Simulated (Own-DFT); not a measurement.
# Strain and stress in wurtzite GaN, 72 atoms (Ga36N36)

Calculated results; nothing here was measured. The program, named Own-DFT, is a retired in-house plane-wave density functional code that no person has reviewed. Each row is one single-point run on a periodic cell that was not relaxed, without spin or spin-orbit coupling.

Settings of every run: PBE; PseudoDojo norm-conserving scalar-relativistic files (stringent for Ga); cutoff 96 hartree; 4 x 4 x 3 k mesh centred on Gamma; Gaussian smearing of 0.01 eV.

Known limits: forces not confirmed at this smearing and k mesh; stress not checked against mesh or cutoff.

Unstrained cell vectors in Å: (9.567, 0.000, 0.000); (-4.784, 8.285, 0.000); (0.000, 0.000, 10.370). The unstrained cell has measured lattice constants (interpolated for alloys), not those of this functional. That, the random moves and any unrelaxed bonds set the pressure at no strain. Each run strains this cell uniformly, with the atoms carried along. Every atom was also moved at random, by a Gaussian of width 0.05 Å on each axis. Strain is the symmetric tensor, in per cent. Stress is positive in tension, and the pressure is minus a third of its trace.

| run | e_xx (%) | e_yy (%) | e_zz (%) | s_xx (GPa) | s_yy (GPa) | s_zz (GPa) | P (GPa) | E (meV/atom) |
|---|---|---|---|---|---|---|---|---|
| 1 | 0.00 | 0.00 | -1.00 | -6.47 | -7.33 | -11.53 | 8.44 | 3.8 |
| 2 | 0.00 | 0.00 | -1.75 | -7.56 | -8.39 | -15.54 | 10.50 | 26.7 |
| 3 | 0.00 | 0.00 | 1.25 | -5.50 | -3.56 | -4.65 | 4.57 | 9.8 |
| 4 | 0.00 | 0.00 | 3.00 | -4.95 | -5.43 | 5.22 | 1.72 | 6.3 |
| 5 | 0.00 | 0.00 | 1.00 | -6.42 | -4.94 | -3.68 | 5.01 | 5.2 |
| 6 | 0.00 | 0.00 | 0.50 | -7.39 | -6.73 | -4.70 | 6.27 | 23.4 |
| 7 | 0.00 | 0.00 | 2.00 | -4.70 | -5.08 | 0.76 | 3.01 | 0.0 |
| 8 | 0.00 | 0.00 | 2.50 | -7.96 | -4.82 | 3.56 | 3.07 | 20.1 |
| 9 | 0.00 | 0.00 | -1.50 | ? | ? | ? | ? | ? |

E is the free energy for each atom above the lowest run shown.

## Worked fit

The change of volume is close to e_xx + e_yy + e_zz. A straight line through the runs shown gives P = 7.00 - 178 x (fractional change of volume) GPa, with an error of 9 on the slope and a scatter of 0.37 GPa. The strain isn't the same on all axes and the cell isn't cubic, so the slope belongs to this path and is not the bulk modulus.

## Withheld run

Question: what pressure should run 9 give? Its volume changes by -1.50 %.

The line gives 9.7 GPa. The calculation gave 10.16 GPa.
